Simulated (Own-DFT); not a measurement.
# One host, several defects: 4H SiC

Calculated, not measured: single-point runs of Own-DFT, a retired in-house plane-wave DFT program that no person has reviewed, on unrelaxed cells, without spin or spin-orbit coupling.

Method: PBE; PseudoDojo norm-conserving scalar-relativistic files; cutoff 42 hartree; 4 x 4 x 3 k mesh centred on Gamma; Fermi-Dirac smearing of 0.1 eV.

Caveats (not all hold for every row): some atoms lie very close together; not probed for a lower state with spin; forces on such cells failed a check on a denser k mesh; forces on such cells passed a denser k mesh, each cell not checked; stress not checked against mesh or cutoff.

All runs share one cell, with vectors in Å (9.248, 0.000, 0.000); (-4.624, 8.009, 0.000); (0.000, 0.000, 10.068) and a volume of 745.7 Å³. Atoms were moved at random from their sites; u is the rms move along one axis. The defect's site can differ from row to row.

| cell | formula | u (Å) | P (GPa) |
|---|---|---|---|
| no defect | C36Si36 | 0.0309 | 3.79 |
| no defect | C36Si36 | 0.0330 | 3.87 |
| no defect | C36Si36 | 0.0588 | 6.15 |
| two Al on a Si site each | Al2C36Si34 | 0.0289 | 5.77 |
| two Al on a Si site each | Al2C36Si34 | 0.0312 | 5.87 |
| two Al on a Si site each | Al2C36Si34 | 0.0511 | 7.30 |
| one C vacancy | C35Si36 | 0.0301 | 3.57 |
| one C vacancy | C35Si36 | 0.0312 | 3.57 |
| one C vacancy | C35Si36 | 0.0494 | 4.81 |
| one Al on a Si site and one N on a C site | AlC35NSi35 | 0.0509 | 5.35 |
| one Al on a Si site and one N on a C site | AlC35NSi35 | 0.0522 | 5.34 |
| one Al on a Si site and one N on a C site | AlC35NSi35 | 0.0532 | 5.59 |
| one C on a Si site and one Si on a C site | C36Si36 | 0.0299 | 7.28 |
| one C on a Si site and one Si on a C site | C36Si36 | 0.0315 | ? |
| one C on a Si site and one Si on a C site | C36Si36 | 0.0464 | 9.14 |
| one C on a Si site and one Si on a C site | C36Si36 | 0.0499 | 8.64 |

## Analysis

P = P0 + c u² + a shift for each defect gives P0 = 2.91 GPa, c = 923 ± 73 GPa/Å² and a scatter of 0.22 GPa. The shifts, and each times the cell's volume:

- one C on a Si site and one Si on a C site: 3.74 ± 0.18 GPa, 17.4 eV
- two Al on a Si site each: 2.04 ± 0.18 GPa, 9.5 eV (4.8 eV for each of its 2 sites)
- one Al on a Si site and one N on a C site: 0.02 ± 0.19 GPa, 0.1 eV (not resolved)
- one C vacancy: -0.25 ± 0.18 GPa, -1.2 eV (not resolved)

Against the defect-free cell, a freed cell would be larger where the shift is positive and smaller where it is negative (160.2 GPa Å³ is 1 eV). The atoms around the defects weren't relaxed, which would change these numbers.

## Check

The question: what pressure belongs in the blank (one C on a Si site and one Si on a C site, u = 0.0315 Å)?

From the fit: 7.56 ± 0.26 GPa. The calculation gave 7.21 GPa.
